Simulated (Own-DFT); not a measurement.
GaN (wurtzite, strained, atoms displaced) (calculated)

A calculation, not a measurement: plane-wave PBE density functional theory by an unreviewed code, no spin, of a simulated periodic cell, stress positive in tension, free energy of the whole cell less one offset for each atom, forces on such cells passed a denser k mesh, this cell's mesh not checked; offsets are fitted by least squares, one for each functional and potential file, so energies compare only between cells with the same atoms and settings and are not formation energies; the far tail of each file's local potential was reset to the Coulomb form; each entry is a single point on an unrelaxed cell, so the pressure reflects the starting lattice, mostly measured values (interpolated for alloys), from which strain is counted, and rises with the displacements; printed positions are rounded, which can move forces by about a meV/angstrom; the program, named Own-DFT, is a retired in-house code; no spin-orbit coupling. Program: Own-DFT development build.

Settings shared by all entries: functional PBE; potential files PseudoDojo norm-conserving, scalar-relativistic, standard set with the stringent files for Ga; wave cutoff 96 hartree; occupations Gaussian; smearing width 0.01 eV; k mesh 3 x 4 x 3 centred on Gamma.

(1) 
```cif
# cell vector a (Å): 12.7560 0.0000 0.0000
# cell vector b (Å): -4.7835 8.2853 0.0000
# cell vector c (Å): 0.0000 0.0000 10.4478
data_GaN
_symmetry_space_group_name_H-M 'P 1'
_symmetry_Int_Tables_number 1
_cell_length_a 12.7560
_cell_length_b 9.5670
_cell_length_c 10.4478
_cell_angle_alpha 90.000
_cell_angle_beta 90.000
_cell_angle_gamma 120.000
_cell_volume 1104.20
loop_
_atom_site_label
_atom_site_type_symbol
_atom_site_fract_x
_atom_site_fract_y
_atom_site_fract_z
_atom_site_occupancy
Ga1 Ga 0.08024 0.21947 0.99753 1
Ga2 Ga 0.16575 0.11093 0.23926 1
N1 N 0.07764 0.21598 0.18142 1
N2 N 0.16903 0.10463 0.43230 1
Ga3 Ga 0.08428 0.21786 0.49459 1
Ga4 Ga 0.16745 0.11385 0.74684 1
N3 N 0.08459 0.22546 0.69624 1
N4 N 0.16713 0.10890 0.93917 1
Ga5 Ga 0.07438 0.54589 0.00056 1
Ga6 Ga 0.15981 0.44175 0.24476 1
N5 N 0.08477 0.55486 0.19850 1
N6 N 0.17276 0.44578 0.43354 1
Ga7 Ga 0.08479 0.55748 0.49699 1
Ga8 Ga 0.17052 0.44249 0.74980 1
N7 N 0.07810 0.54847 0.68839 1
N8 N 0.16341 0.44137 0.93434 1
Ga9 Ga 0.08463 0.87653 0.00851 1
Ga10 Ga 0.16421 0.78315 0.24831 1
N9 N 0.08058 0.89100 0.19027 1
N10 N 0.17297 0.79356 0.43645 1
Ga11 Ga 0.08630 0.89436 0.49710 1
Ga12 Ga 0.17138 0.78138 0.74936 1
N11 N 0.08717 0.89454 0.69548 1
N12 N 0.16800 0.77035 0.94518 1
Ga13 Ga 0.33756 0.22643 0.00490 1
Ga14 Ga 0.42616 0.11862 0.24799 1
N13 N 0.33332 0.22101 0.18685 1
N14 N 0.41866 0.10875 0.44276 1
Ga15 Ga 0.33836 0.22609 0.50367 1
Ga16 Ga 0.41409 0.10589 0.74767 1
N15 N 0.33528 0.21858 0.67985 1
N16 N 0.41602 0.11980 0.94103 1
Ga17 Ga 0.33422 0.55060 0.99927 1
Ga18 Ga 0.41579 0.44200 0.24608 1
N17 N 0.32456 0.55716 0.19086 1
N18 N 0.42428 0.44896 0.44184 1
Ga19 Ga 0.32975 0.54745 0.49981 1
Ga20 Ga 0.41542 0.44987 0.75428 1
N19 N 0.33525 0.56259 0.69133 1
N20 N 0.41892 0.44677 0.93047 1
Ga21 Ga 0.32956 0.88810 0.99265 1
Ga22 Ga 0.41685 0.77794 0.25050 1
N21 N 0.33599 0.88924 0.18548 1
N22 N 0.42413 0.78841 0.43291 1
Ga23 Ga 0.33545 0.89181 0.50748 1
Ga24 Ga 0.41181 0.78348 0.75499 1
N23 N 0.32662 0.88925 0.69080 1
N24 N 0.41185 0.78002 0.93562 1
Ga25 Ga 0.58701 0.22273 0.00187 1
Ga26 Ga 0.66603 0.10867 0.25328 1
N25 N 0.58726 0.22951 0.17637 1
N26 N 0.66583 0.11522 0.43758 1
Ga27 Ga 0.58677 0.23538 0.50090 1
Ga28 Ga 0.66262 0.10632 0.75205 1
N27 N 0.58184 0.21585 0.69093 1
N28 N 0.66905 0.11097 0.93470 1
Ga29 Ga 0.58123 0.55205 0.99399 1
Ga30 Ga 0.66109 0.43989 0.25076 1
N29 N 0.57936 0.55924 0.19116 1
N30 N 0.66788 0.43726 0.43553 1
Ga31 Ga 0.58798 0.56410 0.50101 1
Ga32 Ga 0.66991 0.45362 0.75045 1
N31 N 0.58373 0.55281 0.68764 1
N32 N 0.66427 0.44857 0.93714 1
Ga33 Ga 0.57770 0.88192 0.99659 1
Ga34 Ga 0.67194 0.79124 0.24969 1
N33 N 0.58666 0.88738 0.18850 1
N34 N 0.66200 0.77394 0.44101 1
Ga35 Ga 0.58091 0.89866 0.50046 1
Ga36 Ga 0.66393 0.78239 0.75038 1
N35 N 0.58594 0.89041 0.68271 1
N36 N 0.66241 0.77141 0.94645 1
Ga37 Ga 0.83388 0.22194 0.00502 1
Ga38 Ga 0.91989 0.11145 0.24389 1
N37 N 0.83540 0.22698 0.18904 1
N38 N 0.91434 0.11114 0.43357 1
Ga39 Ga 0.83732 0.22667 0.49828 1
Ga40 Ga 0.91897 0.10983 0.75066 1
N39 N 0.83746 0.22397 0.69203 1
N40 N 0.91764 0.11354 0.94024 1
Ga41 Ga 0.82971 0.55647 0.99577 1
Ga42 Ga 0.92854 0.45430 0.25033 1
N41 N 0.83688 0.55306 0.19009 1
N42 N 0.91352 0.43914 0.43912 1
Ga43 Ga 0.82529 0.55064 0.50061 1
Ga44 Ga 0.91629 0.43752 0.74390 1
N43 N 0.83116 0.55268 0.69637 1
N44 N 0.91797 0.44408 0.93793 1
Ga45 Ga 0.83080 0.88151 0.99735 1
Ga46 Ga 0.91387 0.76878 0.25449 1
N45 N 0.82932 0.88413 0.18742 1
N46 N 0.90959 0.76847 0.43547 1
Ga47 Ga 0.83039 0.89131 0.49907 1
Ga48 Ga 0.93332 0.78626 0.75326 1
N47 N 0.83758 0.89333 0.68985 1
N48 N 0.90929 0.78311 0.93598 1
_calc_free_energy_of_cell_above_offsets '-6.085'  # eV
_calc_pressure 5.29  # GPa
_calc_stress_xx -6.57  # GPa
_calc_stress_yy -5.73  # GPa
_calc_stress_zz -3.57  # GPa
_calc_stress_yz 0.24  # GPa
_calc_stress_xz 0.27  # GPa
_calc_stress_xy -0.61  # GPa
```

Force:
```csv
element,x (eV/Å),y (eV/Å),z (eV/Å)
Ga,0.738,-0.128,-0.636
Ga,0.067,0.429,1.088
N,1.018,1.085,0.56
N,-0.654,1.58,-0.066
Ga,-0.162,0.168,0.507
Ga,0.662,0.517,1.078
N,0.48,-0.508,-1.894
N,0.308,-0.188,0.211
Ga,1.574,0.545,0.3
Ga,1.585,-0.706,0.707
N,-0.088,1.594,-1.941
N,-1.386,-0.725,0.229
Ga,-0.123,0.188,0.266
Ga,-1.161,0.624,0.078
N,1.315,1.491,-0.503
N,0.487,0.361,0.948
Ga,-1.462,1.301,-1.421
Ga,1.663,0.271,0.429
N,0.091,-0.804,-0.084
N,0.211,-1.768,0.309
Ga,-0.788,-1.128,0.616
Ga,-1.868,-1.915,0.838
N,1.449,-0.005,-1.765
N,-1.243,-0.381,-1.15
Ga,-1.115,-0.322,-1.104
Ga,-0.805,-1.369,0.459
N,0.165,0.211,0.501
N,0.003,0.947,-0.859
Ga,-0.044,-0.214,-1.794
Ga,0.054,1.718,0.886
N,-0.808,0.707,2.124
N,1.209,-1.158,-0.937
Ga,-1.295,0.396,0.323
Ga,-0.78,0.727,1.086
N,1.69,-0.554,-0.942
N,-0.964,-0.653,-0.735
Ga,1.235,1.648,-0.017
Ga,0.855,-0.75,-2.14
N,-0.013,-0.15,-0.652
N,-0.563,-0.353,1.789
Ga,0.684,1.238,1.831
Ga,-0.09,0.242,-0.331
N,-0.677,0.543,-0.123
N,-1.394,-1.446,1.238
Ga,0.341,-0.214,-1.661
Ga,1.292,-0.308,-1.155
N,1.697,0.046,-0.277
N,0.85,-0.567,0.458
Ga,-0.4,0.006,-2.266
Ga,0.21,0.659,-0.642
N,0.33,-0.771,2.495
N,0.379,0.471,0.188
Ga,0.147,-2.696,1.037
Ga,0.973,0.86,-0.554
N,-0.368,0.953,-0.332
N,-0.389,-0.442,0.905
Ga,-0.078,0.253,1.583
Ga,0.586,1.32,-0.664
N,0.921,-0.144,-0.726
N,-1.38,1.815,-0.317
Ga,0.074,-1.116,0.135
Ga,-0.198,-1.435,0.371
N,-0.751,0.792,0.179
N,0.837,-0.88,0.024
Ga,0.334,0.928,0.734
Ga,0.026,-1.996,0.78
N,-1.632,0.68,-0.687
N,0.178,1.801,-0.594
Ga,1.192,-0.566,-0.361
Ga,1.442,-0.596,0.173
N,-1.366,-0.205,1.089
N,-0.323,0.804,-1.636
Ga,-0.076,-0.084,-0.646
Ga,-1.377,-0.807,0.438
N,0.086,-0.253,0.378
N,0.836,0.065,0.086
Ga,-0.525,-1.005,0.692
Ga,-0.622,0.28,0.508
N,-0.633,-1.397,-1.025
N,-0.543,-0.887,-0.222
Ga,0.609,0.01,0.541
Ga,-2.554,-1.893,0.725
N,-0.811,-0.152,-0.665
N,0.347,1.615,-0.172
Ga,1.632,0.443,0.754
Ga,-0.726,0.716,1.127
N,0.927,0.934,-1.226
N,-1.387,-0.211,-0.293
Ga,-1.51,1.758,0.975
Ga,-0.857,0.593,-0.827
N,1.373,0.559,-0.142
N,0.477,1.06,1.232
Ga,0.299,-0.411,0.349
Ga,-3.211,-1.485,-0.04
N,-0.001,-0.885,-0.243
N,3.259,-1.319,0.102
```

(2) 
```cif
# cell vector a (Å): 12.7560 0.0000 0.0000
# cell vector b (Å): -4.7835 8.2853 0.0000
# cell vector c (Å): 0.0000 0.0000 10.4478
data_GaN
_symmetry_space_group_name_H-M 'P 1'
_symmetry_Int_Tables_number 1
_cell_length_a 12.7560
_cell_length_b 9.5670
_cell_length_c 10.4478
_cell_angle_alpha 90.000
_cell_angle_beta 90.000
_cell_angle_gamma 120.000
_cell_volume 1104.20
loop_
_atom_site_label
_atom_site_type_symbol
_atom_site_fract_x
_atom_site_fract_y
_atom_site_fract_z
_atom_site_occupancy
Ga1 Ga 0.08445 0.21423 0.00047 1
Ga2 Ga 0.16758 0.11843 0.24440 1
N1 N 0.08189 0.21108 0.18357 1
N2 N 0.16768 0.10822 0.43352 1
Ga3 Ga 0.09229 0.22002 0.49790 1
Ga4 Ga 0.16163 0.10683 0.74923 1
N3 N 0.08052 0.21269 0.68982 1
N4 N 0.17430 0.11630 0.93537 1
Ga5 Ga 0.08860 0.55434 0.99458 1
Ga6 Ga 0.16176 0.44155 0.24684 1
N5 N 0.08813 0.56288 0.18914 1
N6 N 0.16571 0.44564 0.43218 1
Ga7 Ga 0.08381 0.54816 0.50613 1
Ga8 Ga 0.17588 0.45286 0.75232 1
N7 N 0.08579 0.54640 0.68900 1
N8 N 0.16760 0.44074 0.94001 1
Ga9 Ga 0.08313 0.88401 0.99548 1
Ga10 Ga 0.16882 0.77884 0.26333 1
N9 N 0.07888 0.88696 0.19512 1
N10 N 0.17358 0.79249 0.44438 1
Ga11 Ga 0.08142 0.88595 0.50047 1
Ga12 Ga 0.16987 0.77517 0.74942 1
N11 N 0.07530 0.87927 0.69305 1
N12 N 0.16190 0.76896 0.95100 1
Ga13 Ga 0.33713 0.22548 0.01457 1
Ga14 Ga 0.41753 0.11141 0.25036 1
N13 N 0.33168 0.21113 0.17810 1
N14 N 0.41674 0.10843 0.44212 1
Ga15 Ga 0.33183 0.22139 0.50052 1
Ga16 Ga 0.40752 0.10503 0.74745 1
N15 N 0.33604 0.22284 0.69028 1
N16 N 0.41165 0.10230 0.93858 1
Ga17 Ga 0.33152 0.55393 0.00445 1
Ga18 Ga 0.41630 0.44196 0.25871 1
N17 N 0.33188 0.55213 0.18956 1
N18 N 0.42186 0.44669 0.43434 1
Ga19 Ga 0.33198 0.56069 0.50649 1
Ga20 Ga 0.42177 0.44562 0.74710 1
N19 N 0.33163 0.55557 0.67918 1
N20 N 0.41964 0.44988 0.93283 1
Ga21 Ga 0.33607 0.88796 0.00099 1
Ga22 Ga 0.42210 0.78732 0.26446 1
N21 N 0.32964 0.88630 0.18854 1
N22 N 0.41884 0.78613 0.43129 1
Ga23 Ga 0.33234 0.89019 0.49493 1
Ga24 Ga 0.41983 0.77876 0.74817 1
N23 N 0.33728 0.88772 0.70553 1
N24 N 0.41478 0.77875 0.93687 1
Ga25 Ga 0.57685 0.21759 0.99736 1
Ga26 Ga 0.66463 0.09967 0.23530 1
N25 N 0.58306 0.22826 0.18546 1
N26 N 0.67359 0.10702 0.43052 1
Ga27 Ga 0.58487 0.21946 0.49808 1
Ga28 Ga 0.66574 0.11793 0.75225 1
N27 N 0.57288 0.21800 0.68523 1
N28 N 0.67037 0.11267 0.93856 1
Ga29 Ga 0.58174 0.55133 0.00211 1
Ga30 Ga 0.65861 0.43596 0.24628 1
N29 N 0.58362 0.55199 0.18717 1
N30 N 0.66261 0.44896 0.44241 1
Ga31 Ga 0.58398 0.55643 0.50236 1
Ga32 Ga 0.66900 0.44464 0.75468 1
N31 N 0.58006 0.56043 0.68772 1
N32 N 0.66892 0.45265 0.93865 1
Ga33 Ga 0.57795 0.88452 0.00021 1
Ga34 Ga 0.67341 0.78112 0.24951 1
N33 N 0.58020 0.88594 0.18485 1
N34 N 0.67060 0.78969 0.44463 1
Ga35 Ga 0.57843 0.88662 0.50568 1
Ga36 Ga 0.66244 0.77768 0.75312 1
N35 N 0.58786 0.88797 0.69350 1
N36 N 0.66072 0.76204 0.94038 1
Ga37 Ga 0.82799 0.21963 0.00100 1
Ga38 Ga 0.91336 0.11525 0.24301 1
N37 N 0.83513 0.22231 0.19031 1
N38 N 0.90900 0.09996 0.44025 1
Ga39 Ga 0.82997 0.21992 0.50271 1
Ga40 Ga 0.91876 0.12090 0.75451 1
N39 N 0.82843 0.21760 0.69237 1
N40 N 0.91514 0.11612 0.92845 1
Ga41 Ga 0.83467 0.55596 0.99719 1
Ga42 Ga 0.91344 0.44144 0.25016 1
N41 N 0.84036 0.56006 0.19511 1
N42 N 0.90719 0.43692 0.43222 1
Ga43 Ga 0.83499 0.54938 0.49914 1
Ga44 Ga 0.92250 0.44747 0.75207 1
N43 N 0.82596 0.55439 0.69600 1
N44 N 0.92128 0.43930 0.94622 1
Ga45 Ga 0.83500 0.88770 0.00312 1
Ga46 Ga 0.91055 0.77114 0.24248 1
N45 N 0.82725 0.88824 0.18462 1
N46 N 0.93107 0.78426 0.43695 1
Ga47 Ga 0.83261 0.88773 0.49587 1
Ga48 Ga 0.91830 0.77646 0.75868 1
N47 N 0.82761 0.88355 0.67947 1
N48 N 0.90690 0.76715 0.94028 1
_calc_free_energy_of_cell_above_offsets '-3.846'  # eV
_calc_pressure 5.89  # GPa
_calc_stress_xx -6.87  # GPa
_calc_stress_yy -5.21  # GPa
_calc_stress_zz -5.59  # GPa
_calc_stress_yz 0.27  # GPa
_calc_stress_xz 0.04  # GPa
_calc_stress_xy -0.17  # GPa
```

Force:
```csv
element,x (eV/Å),y (eV/Å),z (eV/Å)
Ga,-0.621,0.321,-0.996
Ga,1.082,-2.205,0.713
N,-1.705,1.514,0.151
N,0.611,0.452,0.17
Ga,-2.284,-0.258,0.348
Ga,1.078,0.101,0.339
N,0.002,1.786,-0.723
N,-0.415,-1.084,0.431
Ga,-0.559,-0.731,1.871
Ga,0.487,0.287,-0.367
N,-0.531,-1.035,0.144
N,0.581,-0.306,0.912
Ga,-1.027,0.422,-1.402
Ga,-0.091,-2.146,0.411
N,-0.7,1.018,0.115
N,0.318,-0.116,-0.504
Ga,-0.471,0.605,1.484
Ga,-0.948,0.069,-1.977
N,0.694,0.431,-1.152
N,-0.234,-2.399,0.513
Ga,0.695,1.179,0.883
Ga,-0.823,0.003,0.917
N,1.897,0.644,-0.447
N,0.766,1.261,-2.303
Ga,0.013,0.295,-5.869
Ga,0.003,-0.719,0.162
N,-0.304,1.098,5.314
N,-0.155,0.709,-0.823
Ga,0.481,0.226,0.161
Ga,0.945,0.838,1.113
N,-1.559,-0.177,-0.885
N,-0.118,1.19,-0.141
Ga,0.802,0.297,-0.18
Ga,-0.179,0.317,-2.219
N,0.276,0.295,0.624
N,-1.315,-0.257,1.818
Ga,0.523,-0.482,-3.089
Ga,-0.865,-0.435,0.55
N,0.861,0.432,2.114
N,-0.45,-0.89,0.851
Ga,-1.016,-0.521,0.498
Ga,-0.631,-1.178,-4.864
N,0.997,0.427,0.668
N,-0.108,-0.93,4.302
Ga,0.873,0.472,1.653
Ga,0.588,-0.242,0.833
N,-0.946,-0.685,-2.587
N,0.421,-0.823,-0.085
Ga,0.463,0.687,-0.29
Ga,-0.415,1.783,1.812
N,0.662,-2.028,-0.308
N,-2.205,-0.178,0.183
Ga,0.287,0.307,-0.173
Ga,-0.344,-0.646,-0.287
N,1.269,0.399,0.59
N,-1.576,-0.675,0.209
Ga,-0.465,-0.152,0.056
Ga,1.297,1.895,1.306
N,-0.715,0.471,0.502
N,1.555,-0.881,-0.927
Ga,-0.167,1.13,0.176
Ga,-1.876,-0.533,-0.584
N,1.201,-0.487,-0.107
N,0.465,-1.789,0.274
Ga,0.964,-0.373,-0.638
Ga,-1.972,-1.202,0.997
N,0.412,-0.806,0.079
N,-0.736,-1.98,-1.579
Ga,1.28,1.006,-0.238
Ga,2.082,-0.21,0.152
N,-2.066,0.948,-0.677
N,-0.185,2.56,-0.045
Ga,1.41,0.433,0.087
Ga,1.553,-1.14,1.876
N,-1.169,0.202,-1.254
N,1.106,2.544,-1.153
Ga,1.041,-0.509,-0.072
Ga,0.02,-1.938,-2.381
N,0.097,1.412,-0.623
N,0.735,-0.873,3.108
Ga,0.487,-1.355,1.279
Ga,1.022,0.773,-0.49
N,-1.716,-1.968,-1.648
N,1.95,0.288,1.411
Ga,-1.53,1.46,0.452
Ga,-1.326,-0.778,0.47
N,2.562,0.093,-1.13
N,-1.036,0.662,-1.126
Ga,-1.357,0.135,-1.422
Ga,0.766,1.859,1.598
N,1.526,0.748,0.117
N,-3.265,-2.092,-0.765
Ga,1.301,-0.557,0.923
Ga,-2.3,-0.049,-1.455
N,0.743,0.495,2.06
N,1.228,1.837,0.204
```
